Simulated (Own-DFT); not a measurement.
# Strain and stress in wurtzite AlN, 128 atoms (Al64N64)

All numbers below are calculated, not measured. They come from Own-DFT, an in-house plane-wave density functional program, since retired, whose code no person has reviewed. Each row is one single-point run on a periodic cell that was not relaxed, without spin or spin-orbit coupling.

Settings of every run: PBE; PseudoDojo norm-conserving scalar-relativistic files; cutoff 42 hartree; 3 x 3 x 3 k mesh centred on Gamma; Gaussian smearing of 0.01 eV.

Known limits: k mesh not checked against a denser one; stress not checked against mesh or cutoff.

Unstrained cell vectors in Å: (12.448, 0.000, 0.000); (-6.224, 10.780, 0.000); (0.000, 0.000, 9.964). The unstrained cell has measured lattice constants (interpolated for alloys), not those of this functional. That, the random moves and any unrelaxed bonds set the pressure at no strain. Each run strains this cell uniformly, with the atoms carried along. Every atom was also moved at random, by a Gaussian of width 0.05 Å on each axis. Strain is the symmetric tensor, in per cent. Stress is positive in tension, and the pressure is minus a third of its trace.

```
run  e_xx (%)  e_yy (%)  e_zz (%)  e_yz (%)  e_xz (%)  e_xy (%)  s_xx (GPa)  s_yy (GPa)  s_zz (GPa)  s_yz (GPa)  s_xz (GPa)  s_xy (GPa)  P (GPa)  E (meV/atom)
  1     -1.33      0.63     -0.05     -0.62     -1.98     -1.08      -10.73       -4.46       -7.61       -2.16       -5.51       -4.97     7.60          14.5
  2      0.42      1.61      0.02      0.87      1.44     -1.40       -3.12        1.33       -3.33        2.28        3.64       -4.67     1.71          14.6
  3      1.30      0.30     -0.04      0.56     -0.34     -1.58        2.24       -3.24       -6.31        1.20       -0.47       -4.72     2.44           3.2
  4      0.50     -1.28      0.40     -0.95      1.11     -1.18       -4.82      -11.59       -4.95       -2.02        2.72       -5.74     7.12          18.8
  5      1.39      1.17     -1.62     -1.23     -1.09      1.26        1.00       -0.80      -13.89       -2.72       -2.35        4.25     4.56          33.0
  6     -1.16      1.11      0.71      0.19     -0.01      1.05       -9.76       -0.32       -3.77        0.96        0.01        3.71     4.62           9.2
  7      1.13      0.66     -1.63      0.55      0.60      0.39       -0.61       -2.69      -11.94        1.76        1.49        0.86     5.08           2.4
  8     -0.30      1.58     -1.04      0.84     -0.87      0.95       -3.49       -1.14      -12.06        2.26       -2.68        3.94     5.56          14.7
  9      1.27      0.73     -1.60      1.08      0.49     -1.85       -0.92       -3.27      -11.96        2.90        1.62       -8.13     5.38          24.7
 10      1.72     -0.74     -1.18     -0.99     -0.57      0.37       -0.83       -7.63      -10.27       -1.80       -1.52        0.68     6.24          14.4
 11      1.04      1.39      0.69     -1.84      1.19      0.80        1.75        2.06       -2.65       -4.72        2.01        1.32    -0.39           2.6
 12      0.59      0.26     -0.51     -0.88      1.88      1.15       -3.58       -5.00       -7.60       -2.81        5.52        4.38     5.39          19.2
 13     -0.21     -1.69      1.63     -0.45      0.55     -0.43       -6.90      -13.91        1.22       -0.97        1.00       -1.01     6.53           0.0
 14     -1.78      0.30     -0.36     -1.69     -1.08      1.53      -12.34       -6.47      -10.59       -4.29       -2.73        3.86     9.80          19.0
 15      1.74     -0.69      1.40      0.82     -0.86     -0.61        1.41       -7.55        2.97        1.54       -2.16       -2.80     1.06           3.8
 16     -0.21     -0.06     -1.42     -1.36      0.16     -1.82           ?           ?           ?           ?           ?           ?        ?             ?
```

E is the free energy for each atom above the lowest run shown.

## Worked fit

Each stress component was fitted by least squares to a constant and the strains of the runs shown, as fractions, with shears doubled. Shear strains stay in the fit of a normal stress only where such slopes are resolved. The slopes, in GPa:

```
stress,at no strain,per e_xx,per e_yy,per e_zz,scatter
s_xx,-5.5,419 ± 28,128 ± 34,59 ± 33,1.13
s_yy,-6.2,88 ± 20,464 ± 24,61 ± 24,0.80
s_zz,-6.4,112 ± 27,27 ± 33,494 ± 32,1.09
```

Each shear stress against twice its own strain: yz 128 ± 8, xz 130 ± 6, xy 194 ± 14 GPa. These are stiffnesses along x, y and z of the frame in which the cell vectors are given, which need not be the crystal's axes. The atoms are held to the strained lattice; where symmetry lets them move under strain, relaxing them would lower some slopes. The table should be nearly symmetric about its diagonal, and what it lacks of that shows the noise. A ninth of its sum, 206 ± 6 GPa, estimates the bulk modulus near the mean pressure of these runs, 4.8 GPa, so it lies above the value at zero pressure.

## Withheld run

Question: what normal stresses and pressure should run 16 give?

The fit gives s_xx = -7.3, s_yy = -7.5, s_zz = -13.6 and P = 9.5 GPa. The calculation gave -7.83, -9.52, -11.98 and P = 9.78 GPa.
